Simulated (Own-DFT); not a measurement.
Al₃₂O₄₇ (corundum with one vacancy, atoms displaced), Al₃₁GaO₄₈ (corundum with substituted atoms, atoms displaced) (calculated)

Computed with Own-DFT development build. A calculation, not a measurement: plane-wave PBE density functional theory by an unreviewed code, no spin, of a simulated periodic cell, stress positive in tension, free energy of the whole cell less one offset for each atom, defect cell not probed for a lower state with spin; oxygen file: force components 24 meV/angstrom off all-electron in one glass; forces on such cells passed a denser k mesh, this cell's mesh not checked; offsets are fitted by least squares, one for each functional and potential file, so energies compare only between cells with the same atoms and settings and are not formation energies; the far tail of each file's local potential was reset to the Coulomb form; each entry is a single point on an unrelaxed cell, so the pressure reflects the starting lattice, mostly measured values, from which strain is counted, and rises with the displacements; printed positions are rounded, which can move forces by about a meV/angstrom; the program is a retired in-house code; no spin-orbit coupling; before rounding, a Quantum ESPRESSO 7.3.1 run of the same cell and cutoff gave forces within 1 meV/angstrom rms on each cell, which checks the program and not the settings.

Settings shared by all entries: functional PBE; potential files PseudoDojo norm-conserving, scalar-relativistic, standard set; wave cutoff 72 hartree; occupations Fermi-Dirac; smearing width 0.1 eV; k mesh 3 x 3 x 3 centred on Gamma.

(1) 
```xyz
79
Lattice="5.4940 0.0000 8.6604 -2.7470 4.7579 8.6604 -2.7470 -4.7579 8.6604" Properties=species:S:1:pos:R:3:force_x:R:1:force_y:R:1:force_z:R:1 formula=Al32O47 free_energy_of_cell_above_offsets=-56.182 pressure=7.29 stress_xx=-6.86 stress_yy=-8.12 stress_zz=-6.89 stress_yz=0.23 stress_xz=-0.67 stress_xy=0.51
Al     0.0206    -0.0169     4.5912     -0.667      0.259     -0.786
Al     0.0251    -0.0626     8.4564     -0.811      1.785     -0.911
Al    -0.0306    -0.0581    11.0238      0.738      1.997      1.418
Al    -0.0691    -0.0071     1.8811      1.284      0.807       0.91
O     -0.1169     1.6761     7.5620      0.346     -0.782       0.58
O      1.4360    -0.7490     7.5318      0.393      0.631      1.328
O     -1.3931    -0.9468     7.6075      0.688      0.101     -0.157
O      0.1153    -1.6069     5.4130      -0.42     -0.792      0.877
O     -1.5628     0.7690     5.3957      1.481     -0.716      0.053
O      1.3570     0.9282     5.4021      0.218     -0.187       0.07
Al    -1.3363    -2.3699     8.9057     -1.713     -0.821      0.153
Al    -1.3594    -2.3948    12.7408     -0.888      0.409       0.28
Al    -1.3322    -2.4165    15.4773     -0.984      0.699     -1.431
Al    -1.4199    -2.3385     6.2873      0.774     -1.077     -1.052
O     -1.4762    -0.7022    11.8966     -0.346     -0.957      0.201
O      0.1115    -3.0992    11.9257      0.226     -0.546     -0.517
O     -2.7849    -3.3085    11.8439       1.06     -0.203      0.875
O     -1.2402    -4.0284     9.7397     -0.509     -0.134      0.238
O     -2.8602    -1.5902     9.7155      0.492     -1.242     -0.182
O      0.0094    -1.4847     9.7794      0.044      0.499       -0.6
Al    -1.4107     2.3909     8.9317      0.306     -0.401     -0.528
Al    -1.3631     2.3653    12.7382     -0.347     -0.477      0.275
Al    -1.3528     2.3746    15.4619      -0.73     -0.951     -1.499
Al    -1.3885     2.3688     6.2753      0.246      0.338     -0.037
O     -1.4444     4.0085    11.8937     -0.501      0.392      0.301
O      0.1130     1.6607    11.8478     -0.192     -0.319      0.596
O     -2.7831     1.4317    11.9851     -0.156      0.061     -1.188
O     -1.2524     0.7236     9.7121      0.107     -0.489      0.418
O     -2.9036     3.0920     9.8221      0.898     -0.078     -1.267
O     -0.0278     3.2723     9.7850      0.162      0.583     -1.043
Al    -2.7987    -0.0740    13.2542      0.479      1.542     -0.578
Al    -2.7560     0.0092    17.0761     -0.387       -0.6     -0.062
Al    -2.7203    -0.0364    19.7309     -1.133      0.324     -0.118
Al    -2.7354    -0.0455    10.5986     -0.733      1.139      0.428
O     -2.9170     1.6381    16.2558       0.97      0.436     -0.302
O     -1.2146    -0.7267    16.2443     -0.932     -0.349      0.333
O     -4.1810    -0.9271    16.2479      0.897      0.115      0.496
O     -2.6211    -1.6657    14.0375      -0.47     -0.519       0.69
O     -4.2368     0.7018    14.0740     -0.367      0.469      0.588
O     -1.3848     0.9379    14.0958     -0.204       -0.5      0.071
Al     2.6987    -0.0181     8.9374      1.417      0.314     -0.792
Al     2.7325     0.0673    12.7658      0.062     -1.037     -0.143
Al     2.8061    -0.0333    15.3712     -1.625      0.839      0.355
Al     2.7154    -0.0206     6.2093      0.621      0.167      0.572
O      2.6525     1.6620    11.9404     -0.265      0.512     -0.732
O      4.2653    -0.7667    11.9558     -0.596      1.135     -0.261
O      1.3716    -0.8357    11.9392     -0.328     -1.498     -0.946
O      2.8769    -1.6579     9.7793     -1.263      0.397     -0.285
O      1.3221     0.7634     9.7748     -1.021     -0.909     -0.758
O      4.1064     0.9450     9.7108     -0.281     -0.332      0.256
Al     1.3906    -2.4041    13.2033     -0.034      0.712      0.648
Al     1.3090    -2.3274    17.0556      1.383     -0.888       0.08
Al     1.3540    -2.4099    19.7040      0.295      1.352      0.509
Al     1.3102    -2.4015    10.6375       1.65     -0.018     -0.072
O      1.3071    -0.7260    16.2562     -0.447      0.325      -0.76
O      2.8200    -3.1502    16.2467      0.217       1.35       0.27
O     -0.0113    -3.3169    16.2363      0.043     -0.237      0.217
O      1.4890    -4.0160    14.1095     -0.319      -0.34     -0.774
O     -0.1162    -1.6651    14.0266      0.103     -0.007      0.728
O      2.7466    -1.4751    14.0142       0.44      0.172      0.996
Al     1.3728     2.3976    13.2482     -0.334     -1.057      0.041
Al     1.3505     2.3868    17.1530      0.504     -0.448      -1.63
Al     1.3682     2.4452    19.7088     -0.016     -1.962      1.708
Al     1.3723     2.4154    10.5685      0.171     -0.759       0.62
O      1.2476     4.0459    16.2617     -0.335     -0.587      0.177
O      2.8909     1.6161    16.2518      -0.79      0.439      0.545
O     -0.0107     1.4207    16.2623      0.172      0.803      0.337
O      1.4618     0.6834    14.0658     -0.125      0.815      0.217
O     -0.1358     3.0804    14.1058      0.625      0.219     -0.337
O      2.7346     3.2729    14.1025     -0.286      0.525     -0.236
Al    -0.0059     0.0394    17.5867      0.521     -0.326     -0.341
Al     0.0103    -0.0293    21.4033      0.989     -0.172     -0.417
Al    -0.0072     0.0389    24.0500     -0.343     -0.901      0.097
Al    -0.0323    -0.0272    14.9191      0.753      0.229     -0.586
O     -0.1113     1.6512    20.5485      -0.59     -0.137      0.159
O     -1.4012    -0.9647    20.5657      0.674      0.863      0.369
O      0.1723    -1.6180    18.3855     -1.554     -0.249      0.493
O     -1.5067     0.7238    18.3961      0.051      0.078      0.326
O      1.3511     0.9212    18.4128      0.544      0.168      0.428
```

Units: free_energy_of_cell_above_offsets in eV; pressure, stress_xx, stress_yy, stress_zz, stress_yz, stress_xz, stress_xy in GPa; force_x, force_y, force_z in eV/Å.

(2) 
```xyz
80
Lattice="5.4940 0.0000 8.6604 -2.7470 4.7579 8.6604 -2.7470 -4.7579 8.6604" Properties=species:S:1:pos:R:3:force_x:R:1:force_y:R:1:force_z:R:1 formula=Al31GaO48 free_energy_of_cell_above_offsets=-52.856 pressure=10.93 stress_xx=-11.76 stress_yy=-11.16 stress_zz=-9.86 stress_yz=0.1 stress_xz=0.41 stress_xy=-0.7
Al     0.0666    -0.0035     4.5606     -1.299      0.614      0.124
Al    -0.0789    -0.0727     8.3585      2.633      2.312      1.492
Al    -0.0027     0.0238    11.1056      0.487     -0.342     -0.153
Al    -0.0250    -0.0323     1.8553      0.202      1.352      1.316
O     -0.1682     1.7019     7.5485      1.539     -1.136      1.886
O      1.4869    -0.7231     7.6271     -0.488     -0.683      -0.65
O     -1.3139    -0.9537     7.6421     -2.991      -1.13     -2.203
O      0.1790    -1.5965     5.4562     -1.165     -0.425     -0.544
O     -1.4281     0.7022     5.4468       -0.5     -0.349       0.21
O      1.4006     0.9290     5.4249     -0.739     -0.885      0.496
Al    -1.2798    -2.4530     8.9588     -2.268      0.817      -0.78
Ga    -1.3791    -2.3909    12.8459      0.833      0.058     -2.669
Al    -1.3079    -2.3516    15.4082     -0.812     -0.548      0.801
Al    -1.4194    -2.3048     6.2121      2.732      -1.93      1.103
O     -1.4628    -0.7171    11.9621     -0.223      0.963     -0.546
O      0.1660    -3.1045    11.8948      -0.41     -0.453     -0.053
O     -2.6728    -3.3679    11.8980     -1.405      0.454     -0.877
O     -1.2629    -4.0760     9.7637      0.369      0.812     -0.561
O     -2.8260    -1.5388     9.7478      0.498      -1.94     -0.978
O     -0.0247    -1.4911     9.7052      0.906      0.834      1.182
Al    -1.3474     2.3860     8.9681      -1.43     -0.123     -0.862
Al    -1.3773     2.3915    12.7429      0.122      -0.49       0.61
Al    -1.4231     2.3471    15.4314      2.698      0.948     -0.995
Al    -1.2629     2.4269     6.3682     -4.442     -1.026     -1.395
O     -1.3835     4.0747    11.9522     -2.231     -1.714      0.865
O      0.1591     1.6555    11.9589     -1.179      -0.49     -0.965
O     -2.8094     1.4679    11.9623      0.455      0.285     -0.177
O     -1.2745     0.7490     9.8086      0.939      0.119     -0.441
O     -2.8754     3.1900     9.7243      0.405     -1.774      0.228
O     -0.0484     3.2748     9.7865      0.953      0.312      -0.15
Al    -2.8141    -0.0585    13.2528       1.08      0.672     -0.046
Al    -2.7803     0.0248    17.0534      1.316     -0.313      0.342
Al    -2.8433    -0.0012    19.7198      3.173      0.249     -0.404
Al    -2.7102     0.0323    10.6195     -0.992     -0.155      -0.07
O     -2.8135     1.6807    16.1583     -2.291      -1.55      1.803
O     -1.2167    -0.6827    16.2384     -0.723     -1.045     -0.119
O     -4.1394    -0.8129    16.2831      0.449     -1.203     -0.428
O     -2.6613    -1.7048    14.1242      0.723      1.995     -0.261
O     -4.2521     0.6997    14.0945      1.105      1.557     -1.023
O     -1.3194     0.9510    13.9932     -0.847     -1.036      1.145
Al     2.7428    -0.0204     8.8997      0.618     -0.253     -0.746
Al     2.7352     0.0074    12.7351      0.749      1.649      0.522
Al     2.7037    -0.1488    15.4065      3.973      4.842     -1.597
Al     2.6909    -0.0116     6.1737      1.961     -0.602      1.684
O      2.6640     1.7027    12.0157      0.571      -0.73     -1.667
O      4.2293    -0.6653    11.8953      0.322     -1.209     -0.198
O      1.4293    -0.9599    11.9151     -0.938      0.561     -0.273
O      2.8412    -1.6792     9.7652      0.045      0.697     -0.261
O      1.2995     0.7073     9.7542     -0.739      0.271      0.568
O      4.2327     0.9519     9.6780     -1.632      0.183      0.111
Al     1.4694    -2.3730    13.2146     -1.968     -1.312     -0.132
Al     1.4384    -2.4043    17.0003     -1.575      0.759      1.152
Al     1.4365    -2.3738    19.6745     -0.544      -0.85       0.21
Al     1.3129    -2.3781    10.5778      0.939     -0.246      -0.11
O      1.3448    -0.6539    16.1436     -3.576     -3.262      3.052
O      2.8458    -3.1446    16.2666      1.611      0.783     -0.856
O     -0.0375    -3.3801    16.1742      1.277      1.312      1.346
O      1.5105    -4.0654    14.0918     -0.616      1.345      -1.13
O     -0.0956    -1.6896    14.1305      1.262      0.678      0.196
O      2.7675    -1.5107    14.0907      -0.54      0.936     -0.644
Al     1.2976     2.3890    13.2295      2.469      0.393      1.142
Al     1.3373     2.3581    17.0642      0.606      0.644     -0.136
Al     1.3932     2.4204    19.6959     -0.896     -0.266       0.11
Al     1.3886     2.3354    10.6502        0.6      0.677     -0.929
O      1.3029     3.9587    16.2105     -0.907      1.158      0.338
O      2.7702     1.6650    16.2536      1.938     -0.845     -0.217
O      0.0043     1.3884    16.3156     -0.735      1.167     -1.477
O      1.4555     0.7082    13.9951      0.181     -0.714      0.908
O     -0.1144     3.0824    14.1293     -0.223      0.099     -0.526
O      2.7660     3.3687    14.0945      0.299     -1.193     -0.629
Al    -0.0245     0.0605    17.5664      0.825     -1.076      1.161
Al     0.0180     0.0285    21.2806     -0.809     -2.031      1.037
Al     0.0512     0.0476    23.9613     -1.899     -1.885      1.134
Al     0.0167    -0.0354    14.9368      0.003      1.474     -1.074
O     -0.1926     1.6248    20.5073      1.844      0.399      0.449
O      1.4909    -0.8037    20.4860      0.436      2.046      1.939
O     -1.3530    -0.9960    20.4914     -0.571      1.886      0.878
O      0.1316    -1.6196    18.4423      0.003     -0.357     -1.422
O     -1.4838     0.7625    18.3451     -1.259     -0.233      0.486
O      1.3952     0.9678    18.4713     -0.285     -0.507     -0.654
```

Units: free_energy_of_cell_above_offsets in eV; pressure, stress_xx, stress_yy, stress_zz, stress_yz, stress_xz, stress_xy in GPa; force_x, force_y, force_z in eV/Å.

(3) 
```xyz
79
Lattice="5.4940 0.0000 8.6604 -2.7470 4.7579 8.6604 -2.7470 -4.7579 8.6604" Properties=species:S:1:pos:R:3:force_x:R:1:force_y:R:1:force_z:R:1 formula=Al32O47 free_energy_of_cell_above_offsets=-43.971 pressure=13.53 stress_xx=-14.94 stress_yy=-14.35 stress_zz=-11.3 stress_yz=-0.98 stress_xz=-0.49 stress_xy=1.4
Al    -0.1714     0.0285     4.6728      2.746     -0.267     -0.531
Al    -0.0282    -0.0580     8.3600      -0.21      0.605       1.19
Al    -0.0218    -0.0268    11.0671     -0.715     -1.059     -0.426
Al    -0.0650     0.0405     1.9237     -0.807      0.274      0.374
O     -0.0193     1.5239     7.5844      -2.91       1.85      0.938
O      1.3932    -0.7276     7.5621      1.078     -1.308      0.366
O     -1.3124    -0.9242     7.5766     -3.193     -1.029     -1.916
O      0.0050    -1.6020     5.3741      0.669     -1.335      0.655
O     -1.5436     0.7982     5.3525     -1.729     -0.927      1.167
O      1.3550     0.8010     5.4734     -2.201      1.534     -2.329
Al    -1.4074    -2.4793     8.9734      0.194      2.672     -1.585
Al    -1.4648    -2.4413    12.6349      2.311      1.203      2.415
Al    -1.4139    -2.3831    15.5841      1.574     -0.572     -3.021
Al    -1.3882    -2.4129     6.2758      1.003       0.77     -0.896
O     -1.6316    -0.6479    11.9164      1.368     -1.545     -0.027
O      0.1961    -3.0821    11.8712     -1.537     -1.419     -1.041
O     -2.8511    -3.3072    11.9485       0.02      0.714     -1.099
O     -1.2424    -4.0155     9.7734      0.319     -1.633     -0.327
O     -2.8004    -1.5966     9.6461     -1.195     -0.472      0.841
O     -0.1697    -1.4584     9.7306      3.369     -0.068      0.878
Al    -1.2323     2.4599     9.0040     -3.144     -3.802     -2.701
Al    -1.2698     2.2602    12.6744     -1.988      1.187      0.775
Al    -1.4046     2.4215    15.3452      0.234      0.176     -0.182
Al    -1.3717     2.5486     6.2963      0.662     -2.511     -1.013
O     -1.5475     4.2037    11.8980      0.751     -2.865     -0.338
O      0.1869     1.4662    11.9751     -0.897        3.3     -0.332
O     -2.8236     1.5153    11.8979      3.086     -1.001       1.25
O     -1.3158     0.7204     9.8691      1.049      1.512     -1.754
O     -2.8476     2.9893     9.6965      1.564      3.316       2.18
O      0.0947     3.1626     9.7184      0.032      3.974      1.848
Al    -2.8264    -0.0120    13.2156      4.268      -1.83     -0.745
Al    -2.6309     0.1021    17.0951     -2.171     -0.242     -0.898
Al    -2.8109    -0.0398    19.7066      0.983      1.336       1.51
Al    -2.8849     0.0353    10.4812       3.06     -0.525      1.123
O     -2.8198     1.6657    16.2185     -1.277      -0.39      0.523
O     -1.4494    -0.7719    16.2825      2.898      0.113     -0.975
O     -4.1800    -0.8179    16.1631      2.468     -0.418      3.114
O     -4.1633     0.6199    13.9238     -3.647      2.859       3.91
O     -1.3650     1.0260    14.0616     -0.294     -1.141      0.144
Al     2.7162    -0.1359     8.9196     -0.513      6.277     -3.131
Al     2.7065     0.0059    12.6809     -0.585      1.327     -0.606
Al     2.6249    -0.1017    15.2432      2.492      2.596      1.694
Al     2.6970    -0.0587     6.1112      1.952      2.783      2.852
O      2.6391     1.7058    11.9391      0.421     -0.317     -0.202
O      4.1911    -0.7369    11.9322      0.241      0.296     -0.841
O      1.3148    -0.9319    11.9049       0.82      0.334      -0.63
O      2.8861    -1.5770     9.6740      -0.39     -4.012      2.527
O      1.4124     0.9288     9.7696     -1.897     -4.783     -1.192
O      4.0428     0.9244     9.7070      2.366     -1.296      0.244
Al     1.3668    -2.2637    13.3127     -2.933     -3.125     -3.802
Al     1.4608    -2.4245    17.0085     -4.953      0.224      2.545
Al     1.3773    -2.2119    19.8531     -1.325     -3.697     -2.118
Al     1.4226    -2.4500    10.3995     -0.657      1.952      3.534
O      1.1425    -0.7684    16.2335       1.47      0.662      -0.66
O      2.8117    -3.1012    16.2717      3.199     -0.664     -1.421
O     -0.0612    -3.3483    16.1834      2.201      0.131      0.749
O      1.6196    -3.9273    14.0123     -1.037     -2.329      1.166
O     -0.1403    -1.7722    14.0354      -1.57       2.25      1.364
O      2.6638    -1.5789    14.0459      3.651      3.305      2.758
Al     1.3909     2.5178    13.1980      0.338      -3.69      1.658
Al     1.4494     2.4446    17.2090     -0.664     -0.872       -4.8
Al     1.5133     2.4171    19.7761     -3.645      0.629       0.31
Al     1.3267     2.3646    10.6699      3.331     -0.672     -0.141
O      1.1475     3.9459    16.1241      1.485      1.107      1.024
O      2.8173     1.7461    16.1434      0.377     -1.756      1.323
O     -0.0340     1.4487    16.2072      0.352      0.383       1.32
O      1.3790     0.7366    13.9558      1.894     -0.861      0.932
O     -0.0658     3.1525    14.0490     -1.274     -1.871     -1.705
O      2.7080     3.1088    14.1079      0.392      3.993     -0.722
Al     0.0748     0.0386    17.6143      0.019       -2.2     -1.133
Al    -0.0235     0.0320    21.3167      0.457      1.349      1.508
Al     0.0622     0.0972    24.0955     -3.577      -1.89     -2.374
Al     0.1105     0.1380    14.9731     -3.683     -1.785     -1.556
O     -0.0887     1.7169    20.6008      0.683     -0.215     -2.181
O      1.4979    -0.6436    20.4815     -1.446      1.002      0.733
O     -1.3173    -1.0093    20.6053     -2.034      2.425     -2.298
O      0.2396    -1.7276    18.4115     -1.414      2.712      0.043
O     -1.3970     0.6975    18.3475     -1.362     -0.266      0.804
O      1.3557     1.0111    18.4169     -0.968     -0.476     -0.639
```

Units: free_energy_of_cell_above_offsets in eV; pressure, stress_xx, stress_yy, stress_zz, stress_yz, stress_xz, stress_xy in GPa; force_x, force_y, force_z in eV/Å.
